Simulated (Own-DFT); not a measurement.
# Bulk modulus against bond length in tetrahedral crystals

No measurement is shown. These are fixed-geometry runs of a retired plane-wave code named Own-DFT, which no person has reviewed; spin and spin-orbit coupling are neglected.

Caveats (not all hold for every row): forces on such cells moved up to 12 meV/angstrom on a denser k mesh; forces not confirmed at this smearing and k mesh; k mesh not checked against a denser one; forces on such cells passed a denser k mesh, each cell not checked; stress not checked against mesh or cutoff.

All runs are PBE with PseudoDojo norm-conserving files; cutoff and k mesh are each material's own. Every cell starts from measured lattice constants and was given uniform random strains and small random moves of its atoms. Each triple is the change of volume in per cent, the rms move u in Å and the pressure in GPa.

- 2H SiC (C36Si36), 10.36 Å³/atom unstrained: (-3.71, 0.049, 14.40); (-1.48, 0.051, 9.66); (-0.82, 0.051, 6.98); (-0.11, 0.045, 5.73); (-0.01, 0.047, 5.25); (0.87, 0.051, 3.70); (3.03, 0.050, -1.15)
- wurtzite AlN (Al64N64), 10.45 Å³/atom unstrained: (-2.12, 0.053, 10.81); (-1.86, 0.050, 9.88); (-0.96, 0.052, 8.24); (-0.94, 0.050, 7.26); (1.45, 0.049, 2.70); (1.53, 0.052, 2.56); (2.39, 0.050, 0.93)
- wurtzite GaN (Ga36N36), 11.42 Å³/atom unstrained: (-3.65, 0.051, 15.25); (-2.72, 0.047, 12.76); (-2.58, 0.050, 13.22); (-1.60, 0.049, 10.78); (-0.71, 0.051, 8.90); (1.11, 0.052, 5.70); (2.94, 0.050, 1.31)
- diamond silicon (Si64), 20.02 Å³/atom unstrained: (-3.32, 0.048, 6.16); (-1.86, 0.049, 4.61); (-1.07, 0.055, 4.29); (-0.53, 0.050, 3.64); (-0.49, 0.048, 3.12); (1.04, 0.050, 1.68); (1.81, 0.049, 1.07)
- zincblende GaAs (As32Ga32), 22.58 Å³/atom unstrained: withheld
- grey tin (Sn64), 34.15 Å³/atom unstrained: (-2.92, 0.050, 5.33); (-2.85, 0.053, 5.41); (-1.13, 0.049, 4.22); (-0.62, 0.047, 4.05); (-0.34, 0.055, 3.85); (-0.12, 0.046, 3.72); (1.83, 0.050, 2.91)

## What the rows give

Fit a line to each set against the fractional change of volume; B is minus its slope, and u is nearly the same within a set. To take it to zero pressure, assume that B rises by 4 GPa for each GPa: B0 = B - 4 x (mean pressure). The bond length of an ideal tetrahedral crystal with the unstrained volume v is d = (√3/4)(8 v)^(1/3). Cohen's empirical rule reads B0 = (1971 - 220 L) d^(-3.5) GPa, with L = 0 for group IV crystals and SiC and 1 for III-V compounds.

```
material,L,d (Å),B (GPa),mean P (GPa),B0 (GPa),rule (GPa)
2H SiC (C36Si36),0,1.888,233 ± 8,6.4,207 ± 8,213
wurtzite AlN (Al64N64),1,1.893,216 ± 8,6.1,192 ± 8,188
wurtzite GaN (Ga36N36),1,1.950,206 ± 6,9.7,168 ± 6,169
diamond silicon (Si64),0,2.352,101 ± 6,3.5,87 ± 6,99
zincblende GaAs (As32Ga32),1,2.448,?,?,?,76
grey tin (Sn64),0,2.810,54 ± 3,4.2,37 ± 3,53
```

A line through ln[B0/(1971 - 220 L)] against ln d has a slope of -4.4 ± 0.1 and a scatter of 4 %. Against the rule, B0 stands at 97 % for 2H SiC, 102 % for wurtzite AlN, 99 % for wurtzite GaN, 88 % for diamond silicon, 70 % for grey tin. PBE tends to make silicon and heavier crystals too soft, and the rule itself is only a guide.

## Prediction

Q: what B0 does the fitted trend give for zincblende GaAs (As32Ga32)?

The line gives 62 GPa. Its own runs give B = 85 ± 3 GPa at a mean pressure of 4.3 GPa, so B0 = 67 GPa.
